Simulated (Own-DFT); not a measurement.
W33C31 (WC crystal with substituted atoms, atoms displaced) (calculated)

A calculation, not a measurement: plane-wave density functional theory by an unreviewed code, no spin, of a simulated periodic cell, stress positive in tension, run twice, with PBE and with PBEsol, both on files made for PBE, so the change isn't that of files made for PBEsol, forces on such cells moved up to 12 meV/angstrom on a denser k mesh; the far tail of each file's local potential was reset to the Coulomb form; each entry is a single point on an unrelaxed cell, so the pressure reflects the starting lattice, taken from the Materials Project, from which strain is counted, and rises with the displacements; printed positions are rounded, which can move forces by about a meV/angstrom; the program, named Own-DFT, is a retired in-house code; no spin-orbit coupling; stress was not checked against mesh or cutoff. Program: Own-DFT development build.

```xyz
64
Lattice="5.8332 -5.0517 -2.8394 0.0000 -5.0517 8.5183 -5.8332 -5.0517 -2.8394" Properties=species:S:1:pos:R:3:PBE_force_x:R:1:PBE_force_y:R:1:PBE_force_z:R:1:PBEsol_force_x:R:1:PBEsol_force_y:R:1:PBEsol_force_z:R:1 formula=W33C31 functional=PBE,then_PBEsol potential_files=PseudoDojo_norm-conserving,scalar-relativistic,standard_set wave_cutoff=50 occupations=cold_(Marzari-Vanderbilt) smearing_width=0.2 k_mesh=4_x_4_x_4_centred_on_Gamma PBE_pressure=16.75 PBE_stress_xx=-15.59 PBE_stress_yy=-14.93 PBE_stress_zz=-19.73 PBE_stress_yz=-0.14 PBE_stress_xz=-0.01 PBE_stress_xy=0.74 PBEsol_pressure=8.41 PBEsol_stress_xx=-7.41 PBEsol_stress_yy=-6.77 PBEsol_stress_zz=-11.06 PBEsol_stress_yz=-0.13 PBEsol_stress_xz=-0.01 PBEsol_stress_xy=0.72 rms_change_of_force_components_from_PBE_to_PBEsol=0.046
W     -1.4716   -12.6469     2.8050      1.038      0.563      0.798      1.005      0.553      0.799
C     -0.0171   -11.8091     4.2869      0.767      0.153     -0.503      0.757      0.154     -0.488
W     -2.9003   -10.1282     2.8505     -0.259      1.009      -0.38      -0.27      0.982     -0.379
C     -1.4363    -9.2424     4.2699     -0.123     -0.642     -0.119     -0.125     -0.633     -0.121
W     -4.3838    -7.5896    -0.0617      0.509      0.334      2.977      0.486      0.324      2.933
C     -2.9283    -6.7633     1.4098     -0.623      0.605      0.007     -0.615      0.605      0.006
W     -4.4617    -7.5611     2.8334      2.374     -0.631      0.131      2.339     -0.622      0.121
C     -2.8775    -6.6807     4.2788     -0.782     -1.018     -0.341     -0.766     -1.003     -0.336
W      1.5087   -12.6670     2.8802     -1.453      1.246     -1.728     -1.433      1.231     -1.708
C      2.9620   -11.7691     4.1708     -0.418     -0.141      1.922     -0.413     -0.145      1.895
W     -0.0242   -10.1174    -2.8735      0.591      0.888      1.617      0.577       0.87      1.587
C      1.4275    -9.2809    -1.3537      0.012      0.121     -1.238      0.018      0.118     -1.219
W     -0.0224   -10.1310     0.0018     -0.087      0.633     -0.306     -0.072      0.614     -0.303
C      1.5278    -9.2587     1.4186     -1.138      -0.89     -0.136     -1.125     -0.884     -0.131
W      0.0356   -10.1295     2.8528     -0.991      0.428     -0.152      -0.98      0.428     -0.148
C      1.4185    -9.2218     4.2815      0.515     -1.016     -0.181      0.513     -1.004     -0.183
W     -1.4582    -7.5797    -2.8785     -0.006      0.291      0.779     -0.001      0.284      0.775
C      0.0011    -6.7741    -1.4468     -0.025      0.434     -0.389     -0.025       0.44     -0.401
W     -1.4930    -7.5418    -0.0318     -5.875     -5.015     -4.942     -5.728     -4.907     -4.814
W     -0.0098    -6.7280     1.3898     -2.912      0.474      0.379     -2.846      0.458      0.378
W     -1.4517    -7.5567     2.8678     -6.158     -3.997      4.777     -5.994     -3.889      4.649
C      0.0472    -6.7276     4.3398     -0.648      0.116     -0.625     -0.646      0.111       -0.6
W     -1.4557    -7.5663     5.6638      1.294     -0.047      1.036      1.265     -0.036      1.018
C      0.0835    -6.7354     7.0709     -1.174      0.261      0.724     -1.156      0.264      0.706
W     -2.9454   -10.0701     5.6578      1.151      -1.34      0.492      1.132     -1.317      0.488
C     -1.4667    -4.2167    -1.4431     -0.042      0.364      0.113      -0.04      0.361      0.116
W     -2.9175    -4.9986     0.0064     -0.156     -1.493     -0.204     -0.148     -1.477     -0.206
C     -1.4218    -4.2294     1.4003     -1.061      0.826      0.055     -1.043      0.816      0.049
W     -2.9448    -5.0868     2.8381      0.856      0.997     -0.164      0.848      0.984     -0.149
C      4.3575    -9.2373     1.4079     -0.004     -0.245      -0.03      0.001     -0.239      -0.03
W      2.9086   -10.1102     2.8188      0.413      0.635      0.798      0.411      0.627      0.779
C      4.3269    -9.2834     4.2584      0.893      0.223     -0.147      0.879      0.225     -0.143
W      1.5040    -7.5790    -2.8057     -1.497     -0.044         -1      -1.49     -0.043     -0.997
C      2.8479    -6.7040    -1.4163      1.446      0.074     -0.103       1.43      0.077     -0.105
W      1.4487    -7.5551     0.0533      8.382     -5.279     -7.545      8.176     -5.154     -7.375
C      2.9610    -6.7641     1.4434     -0.226      0.884     -0.427     -0.221      0.872     -0.419
W      1.4204    -7.5994     2.8044      7.588     -3.237      7.112      7.412      -3.15      6.949
C      2.9349    -6.7716     4.2841     -0.371      0.803     -0.609     -0.362      0.792       -0.6
W      1.5244    -7.5665     5.6791     -2.085     -0.195      0.507     -2.059     -0.182      0.499
C     -2.9154   -11.7890     4.2114      0.251      0.122      1.186       0.25      0.122      1.164
W      0.0153    -5.0949    -2.8267     -0.324      0.905     -0.771     -0.317      0.886     -0.761
C      1.5056    -4.1778    -1.4203     -0.517     -0.074     -0.057     -0.511     -0.079     -0.054
W      0.0174    -5.0375    -0.0617     -0.294      7.411      -4.37     -0.293      7.227     -4.237
C      1.4406    -4.1856     1.4268      0.467     -0.582      -0.25       0.46     -0.564     -0.249
W     -0.0479    -5.0483     2.7933      1.064      7.781      7.485      1.053      7.592      7.318
C     -4.4125    -9.2224     1.4314      0.569     -0.548     -0.281      0.556      -0.54     -0.278
W      0.0265    -5.0179     5.6695     -1.056     -1.224      0.624     -1.039     -1.216      0.613
C     -4.3873    -9.3192     4.2435       0.08      1.151        0.4      0.079      1.129      0.399
W     -1.4734    -2.5052     0.0326      0.629     -0.118     -1.458      0.623     -0.126      -1.43
C      0.0265    -1.7332     1.4297      -0.77      1.168     -0.261     -0.761      1.154     -0.256
W      4.4362    -7.5284    -0.0078     -2.551     -1.605      0.095     -2.508     -1.587      0.098
C     -0.0145   -11.8413    -1.4711      0.171      1.066      0.857      0.165       1.05      0.845
W      4.3375    -7.5863     2.8422      1.041     -0.116     -0.136       1.04     -0.114     -0.138
C      0.0224   -11.7954     1.4332     -0.399     -0.184     -0.008     -0.396      -0.18      -0.01
W      2.9187   -10.0666     5.6907     -0.245     -1.121      -0.89     -0.241     -1.099     -0.868
C      4.3393    -4.1545    -1.4462      0.424      -0.83      0.534      0.419     -0.819      0.526
W      2.9082    -5.0305    -0.0186     -0.008     -0.395      0.952     -0.011      -0.39      0.928
C     -1.5344    -9.2384    -1.4413      1.093     -0.585      0.262      1.074     -0.574      0.261
W      2.8904    -5.0507     2.8882      0.111       -0.2     -1.364       0.12     -0.189     -1.346
C     -1.4897    -9.3122     1.4067      0.607      0.338      0.398      0.598      0.323      0.393
W      1.4455    -2.5175     0.0851      0.906      0.116     -3.683      0.898      0.106     -3.627
C     -2.8885    -6.7707    -1.4176      -0.68      1.447     -0.562     -0.676       1.42     -0.552
W     -0.0020   -10.0858    -5.6097      0.004     -0.628     -2.571      0.013     -0.616     -2.531
C     -4.3462    -4.1842    -1.4382     -0.287     -0.429      0.914     -0.284     -0.421        0.9
```

Units: wave_cutoff in hartree; smearing_width in eV; PBE_pressure, PBE_stress_xx, PBE_stress_yy, PBE_stress_zz, PBE_stress_yz, PBE_stress_xz, PBE_stress_xy, PBEsol_pressure, PBEsol_stress_xx, PBEsol_stress_yy, PBEsol_stress_zz, PBEsol_stress_yz, PBEsol_stress_xz, PBEsol_stress_xy in GPa; rms_change_of_force_components_from_PBE_to_PBEsol, PBE_force_x, PBE_force_y, PBE_force_z, PBEsol_force_x, PBEsol_force_y, PBEsol_force_z in eV/Å.
